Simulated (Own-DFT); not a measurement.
# One trend across several semiconductors

Everything here is calculated. The program is Own-DFT (plane waves, in-house, since retired, never reviewed by a person); positions were held fixed, and spin and spin-orbit coupling were off.

Keep in mind (not all hold for every row): forces on such cells moved up to 12 meV/angstrom on a denser k mesh; forces not confirmed at this smearing and k mesh; k mesh not checked against a denser one; forces on such cells passed a denser k mesh, each cell not checked; stress not checked against mesh or cutoff.

All runs are PBE with PseudoDojo norm-conserving files; cutoff and k mesh are each material's own. Every cell starts from measured lattice constants and was given uniform random strains and small random moves of its atoms. Each triple is the change of volume in per cent, the rms move u in Å and the pressure in GPa.

- wurtzite AlN (Al36N36), 10.45 Å³/atom unstrained: (-3.66, 0.052, 14.43); (-2.43, 0.049, 11.22); (-1.76, 0.044, 8.97); (-1.53, 0.047, 8.85); (-0.19, 0.046, 5.84); (1.28, 0.051, 3.40); (1.30, 0.046, 2.74)
- wurtzite GaN (Ga48N48), 11.42 Å³/atom unstrained: withheld
- diamond silicon (Si64), 20.02 Å³/atom unstrained: (-3.27, 0.052, 6.36); (-1.51, 0.050, 4.24); (-0.89, 0.047, 3.64); (0.86, 0.050, 1.84); (1.44, 0.048, 1.28); (2.00, 0.050, 1.05); (2.26, 0.055, 0.67)
- zincblende GaAs (As32Ga32), 22.58 Å³/atom unstrained: (-1.87, 0.051, 5.72); (-1.75, 0.049, 5.46); (-0.39, 0.056, 4.63); (-0.26, 0.047, 4.18); (0.08, 0.046, 4.09); (0.49, 0.054, 3.74); (2.44, 0.049, 2.20)
- zincblende InP (In32P32), 25.27 Å³/atom unstrained: (-3.90, 0.049, 6.97); (-2.21, 0.047, 5.54); (-0.77, 0.051, 4.31); (-0.27, 0.051, 3.93); (0.56, 0.053, 3.42); (2.05, 0.053, 2.17); (2.45, 0.047, 2.00)
- grey tin (Sn64), 34.15 Å³/atom unstrained: (-3.74, 0.048, 5.85); (-1.44, 0.050, 4.53); (-1.01, 0.051, 4.24); (0.49, 0.051, 3.52); (1.08, 0.050, 3.17); (1.38, 0.049, 2.94); (1.97, 0.045, 2.71)

## What the rows give

Fit a line to each set against the fractional change of volume; B is minus its slope, and u is nearly the same within a set. To take it to zero pressure, assume that B rises by 4 GPa for each GPa: B0 = B - 4 x (mean pressure). The bond length of an ideal tetrahedral crystal with the unstrained volume v is d = (√3/4)(8 v)^(1/3). Cohen's empirical rule reads B0 = (1971 - 220 L) d^(-3.5) GPa, with L = 0 for group IV crystals and SiC and 1 for III-V compounds.

```
material,L,d (Å),B (GPa),mean P (GPa),B0 (GPa),rule (GPa)
wurtzite AlN (Al36N36),1,1.893,224 ± 11,7.9,192 ± 11,188
wurtzite GaN (Ga48N48),1,1.950,?,?,?,169
diamond silicon (Si64),0,2.352,101 ± 4,2.7,90 ± 4,99
zincblende GaAs (As32Ga32),1,2.448,80 ± 3,4.3,63 ± 3,76
zincblende InP (In32P32),1,2.541,79 ± 2,4.0,62 ± 2,67
grey tin (Sn64),0,2.810,55 ± 1,3.9,40 ± 1,53
```

A line through ln[B0/(1971 - 220 L)] against ln d has a slope of -4.2 ± 0.2 and a scatter of 7 %. Against the rule, B0 stands at 102 % for wurtzite AlN, 91 % for diamond silicon, 83 % for zincblende GaAs, 93 % for zincblende InP, 75 % for grey tin. PBE tends to make silicon and heavier crystals too soft, and the rule itself is only a guide.

## Check

Q: what B0 does the fitted trend give for wurtzite GaN (Ga48N48)?

From the line: 172 GPa. Its own runs give B = 202 ± 4 GPa at a mean pressure of 7.0 GPa, so B0 = 174 GPa.
